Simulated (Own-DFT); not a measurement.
# Run time against the size of the problem

Wall times of single-point runs (energy, forces and, in most, stress) with one build of Own-DFT, an in-house plane-wave density functional program, since retired. Each ran alone on one NVIDIA H200 card, with norm-conserving files, no spin and no use of crystal symmetry. The k points are those left after time reversal, where it was used. Plane waves for each k point are estimated as V (2 E)^(3/2) / (6 π²) in atomic units.

| cell | atoms | valence electrons | cutoff (hartree) | volume (Å³) | k mesh | k points | plane waves | time (s) |
|---|---|---|---|---|---|---|---|---|
| Ga4P4 | 8 | 72 | 42 | 162 | 5x5x5 | 63 | 14200 | 96 |
| Ga30P34 | 64 | 560 | 42 | 1295 | 3x3x3 | 14 | 113600 | 1024 |
| Ga32P30 | 62 | 566 | 42 | 1295 | 3x3x3 | 14 | 113600 | 1056 |
| In32P32 | 64 | 576 | 36 | 1617 | 3x3x3 | 14 | 112600 | 1119 |
| In47P49 | 96 | 856 | 36 | 2426 | 2x3x3 | 10 | 168900 | 2306 |
| Ga48P46 | 94 | 854 | 42 | 1943 | 2x3x3 | 10 | 170500 | 2085 |
| In49P47 | 96 | 872 | 36 | 2426 | 2x3x3 | 10 | 168900 | 2216 |
| Ga48P48 | 96 | 864 | 42 | 1943 | 2x3x3 | 10 | 170500 | 2080 |
| As32Ga8In24 | 64 | 896 | 42 | 1668 | 3x3x3 | 14 | 146400 | 2007 |
| As32In32 | 64 | 896 | 42 | 1779 | 3x3x3 | 14 | 156100 | 2300 |
| Al24As32Ga8 | 64 | 656 | 42 | 1450 | 3x3x3 | 14 | 127200 | ? |

## Worked fit

Take the size N = k points x plane waves x valence electrons. A line through log(time) against log(N) has a slope of 0.97 ± 0.05 and a scatter of a factor 1.15. Part of the scatter may come from the number of self-consistent steps, which isn't shown. Times belong to this build alone.

## Withheld run

Question: how long should the last run take? Its N is 1.17e+09.

The line gives about 1526 s. It took 1241 s.
